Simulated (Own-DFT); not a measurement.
# Computed records: GaN (wurtzite, atoms displaced)

Computed with Own-DFT development build. A calculation, not a measurement: plane-wave PBE density functional theory by an unreviewed code, no spin, of a simulated periodic cell, stress positive in tension, free energy of the whole cell less one offset for each atom, forces on such cells passed a denser k mesh, this cell's mesh not checked; offsets are fitted by least squares, one for each functional and potential file, so energies compare only between cells with the same atoms and settings and are not formation energies; the far tail of each file's local potential was reset to the Coulomb form; each entry is a single point on an unrelaxed cell, so the pressure reflects the starting lattice, mostly measured values (interpolated for alloys), from which strain is counted, and rises with the displacements; printed positions are rounded, which can move forces by about a meV/angstrom; the program, named Own-DFT, is a retired in-house code; no spin-orbit coupling.

### GaN (wurtzite, atoms displaced)

```
cell vectors (Å)
  12.7560     0.0000     0.0000
  -4.7835     8.2853     0.0000
   0.0000     0.0000    10.3700
atoms (fractions of the cell vectors)
Ga  0.08690  0.22518  0.00030
Ga  0.16723  0.11077  0.24878
N   0.08486  0.22099  0.18736
N   0.16965  0.11467  0.43996
Ga  0.08440  0.22177  0.49834
Ga  0.16999  0.11201  0.74934
N   0.08456  0.22360  0.68637
N   0.16689  0.11102  0.93934
Ga  0.08660  0.55670  0.99772
Ga  0.16480  0.44487  0.25210
N   0.08418  0.55790  0.19018
N   0.16793  0.44860  0.43986
Ga  0.08121  0.55547  0.49798
Ga  0.16675  0.44612  0.74685
N   0.08329  0.56122  0.69162
N   0.16677  0.44543  0.94021
Ga  0.07956  0.88573  0.99933
Ga  0.16766  0.77782  0.25264
N   0.08613  0.88875  0.18693
N   0.16652  0.77683  0.44067
Ga  0.08495  0.88897  0.50213
Ga  0.16405  0.77665  0.74905
N   0.08286  0.89003  0.69037
N   0.17256  0.78222  0.93755
Ga  0.33413  0.22447  0.99946
Ga  0.41687  0.11062  0.25246
N   0.33382  0.22495  0.19143
N   0.41749  0.11139  0.43909
Ga  0.33143  0.22035  0.49745
Ga  0.41701  0.11283  0.75131
N   0.33228  0.22525  0.69194
N   0.41768  0.11217  0.93797
Ga  0.33453  0.55570  0.00049
Ga  0.41712  0.44516  0.25244
N   0.33597  0.55915  0.19084
N   0.41535  0.44286  0.43938
Ga  0.33266  0.55656  0.49695
Ga  0.41739  0.44360  0.75369
N   0.33386  0.55926  0.68892
N   0.41706  0.44322  0.93831
Ga  0.33206  0.88845  0.99622
Ga  0.41972  0.78451  0.25114
N   0.33031  0.88424  0.19034
N   0.41829  0.78170  0.44134
Ga  0.33458  0.88961  0.49978
Ga  0.41581  0.77651  0.74983
N   0.33192  0.88715  0.68846
N   0.41567  0.77566  0.93876
Ga  0.58588  0.22433  0.00082
Ga  0.66570  0.11079  0.25094
N   0.58119  0.22315  0.18746
N   0.66510  0.10958  0.44323
Ga  0.58319  0.22340  0.49939
Ga  0.66587  0.11047  0.74683
N   0.58403  0.22033  0.69378
N   0.66699  0.10994  0.94149
Ga  0.58284  0.55451  0.99787
Ga  0.66340  0.44869  0.24823
N   0.58338  0.55683  0.19124
N   0.66300  0.43798  0.44051
Ga  0.58701  0.55840  0.50419
Ga  0.66670  0.44076  0.74863
N   0.58443  0.55349  0.68723
N   0.66589  0.44697  0.94099
Ga  0.58351  0.89007  0.00181
Ga  0.66644  0.77758  0.25071
N   0.58437  0.89235  0.18889
N   0.66787  0.77985  0.43603
Ga  0.58324  0.89211  0.49788
Ga  0.66723  0.77870  0.74728
N   0.58359  0.89288  0.68986
N   0.66814  0.77741  0.93492
Ga  0.83206  0.22222  0.99802
Ga  0.91747  0.10954  0.25239
N   0.83426  0.22429  0.18315
N   0.91934  0.11348  0.44002
Ga  0.82892  0.22017  0.49939
Ga  0.91497  0.11197  0.75182
N   0.83510  0.22606  0.68628
N   0.91655  0.11370  0.93384
Ga  0.83520  0.55667  0.99772
Ga  0.91623  0.44165  0.24847
N   0.83382  0.55308  0.18468
N   0.91543  0.44327  0.43881
Ga  0.83558  0.55892  0.49986
Ga  0.91852  0.44287  0.74914
N   0.83287  0.55713  0.69086
N   0.91736  0.44657  0.93949
Ga  0.82924  0.88238  0.00291
Ga  0.91782  0.77718  0.25041
N   0.83106  0.89037  0.18600
N   0.91298  0.78060  0.44196
Ga  0.83106  0.89093  0.50054
Ga  0.92045  0.77723  0.75148
N   0.83699  0.89257  0.69006
N   0.91910  0.77749  0.93807
```

It was run with functional PBE, potential files PseudoDojo norm-conserving, scalar-relativistic, standard set, wave cutoff 42 hartree, occupations Fermi-Dirac, smearing width 0.1 eV and k mesh 3 x 4 x 3 centred on Gamma.

The calculation gives: free energy of cell above offsets 19.212 eV; pressure 6.02 GPa; stress xx -5.86 GPa; stress yy -6.39 GPa; stress zz -5.8 GPa; stress yz -0.26 GPa; stress xz -0.06 GPa; stress xy -0.29 GPa.

Force:
```csv
element,x (eV/Å),y (eV/Å),z (eV/Å)
Ga,-0.696,-0.501,-0.353
Ga,0.127,-0.013,0.15
N,-0.423,0.194,0.435
N,-0.467,-0.93,-0.488
Ga,-0.074,0.44,0.477
Ga,-1.02,0.07,0.394
N,-0.095,-0.079,0.266
N,0.1,-0.098,-0.112
Ga,-0.56,0.272,0.492
Ga,0.564,0.133,-0.414
N,-0.05,-0.298,-0.316
N,-0.281,-0.499,-0.125
Ga,0.208,-0.099,0.614
Ga,0.071,-0.125,0.368
N,0.346,-0.876,-0.857
N,0.496,-0.025,-0.551
Ga,1.136,0.59,0.089
Ga,-0.202,-0.134,-0.201
N,-0.557,-0.066,0.418
N,-0.127,0.263,-0.103
Ga,-0.55,0.174,-0.179
Ga,0.552,0.738,0.329
N,0.414,0.134,-0.344
N,-1.409,-0.715,-0.125
Ga,0.142,-0.625,0.46
Ga,-0.328,-0.15,-0.61
N,0.313,-0.284,-0.447
N,-0.166,-0.09,0.201
Ga,0.596,0.608,0.777
Ga,-0.151,-0.41,-0.179
N,0.875,-0.219,-0.817
N,0.028,0.109,0.338
Ga,-0.21,0.029,0.329
Ga,-0.278,0.124,-0.049
N,-0.239,-0.154,-0.067
N,0.363,0.472,0.272
Ga,0.474,0.113,0.59
Ga,-0.371,0.517,-0.846
N,0.419,-0.586,-0.252
N,-0.156,0.323,0.309
Ga,0.748,0.47,0.818
Ga,-0.172,-0.755,-0.019
N,0.285,0.899,-0.397
N,0.053,-0.342,-0.541
Ga,-0.265,0.012,0.439
Ga,-0.05,0.398,0.123
N,-0.069,0.453,0.015
N,0.29,0.342,0.034
Ga,-0.319,-0.22,-0.206
Ga,0.148,0.737,-0.195
N,0.402,0.017,0.501
N,-0.14,0.398,-1.012
Ga,-0.111,-0.438,0.73
Ga,0.548,0.243,0.958
N,-0.494,0.153,-0.999
N,-0.304,0.152,-0.759
Ga,-0.124,0.408,0.467
Ga,1.287,-0.646,0.378
N,-0.511,0.326,-0.779
N,0.377,1.284,-0.465
Ga,-0.618,-0.45,-0.869
Ga,-0.066,0.5,0.571
N,-0.297,0.229,0.664
N,0.593,-0.276,-0.545
Ga,0.076,-0.336,-0.485
Ga,-0.191,0.165,-0.258
N,0.23,-0.298,0.165
N,-0.401,-0.151,0.563
Ga,0.3,-0.75,0.746
Ga,0.208,0.116,0.074
N,0.312,-0.738,-0.522
N,-0.65,-0.197,0.466
Ga,0.526,0.105,-0.153
Ga,-0.288,0.445,-0.571
N,0.058,-0.638,1.148
N,-0.652,-0.1,-0.317
Ga,0.935,0.419,0.117
Ga,0.612,0.196,-0.647
N,-0.281,-0.531,0.134
N,0.369,-0.432,1.28
Ga,-0.27,-0.222,0.108
Ga,-0.102,0.316,-0.028
N,-0.515,0.376,0.751
N,-0.14,0.028,-0.236
Ga,-0.475,-0.466,0.21
Ga,-0.638,0.395,0.355
N,0.473,-0.276,-0.38
N,0.355,-0.146,-0.399
Ga,0.458,1.079,-1.057
Ga,-0.184,-0.042,-0.085
N,0.665,-0.332,0.738
N,1.002,-0.075,-0.642
Ga,0.332,0.285,0.499
Ga,-1.028,0.175,-0.187
N,-0.314,-0.548,-0.271
N,-0.785,-0.041,0.096
```
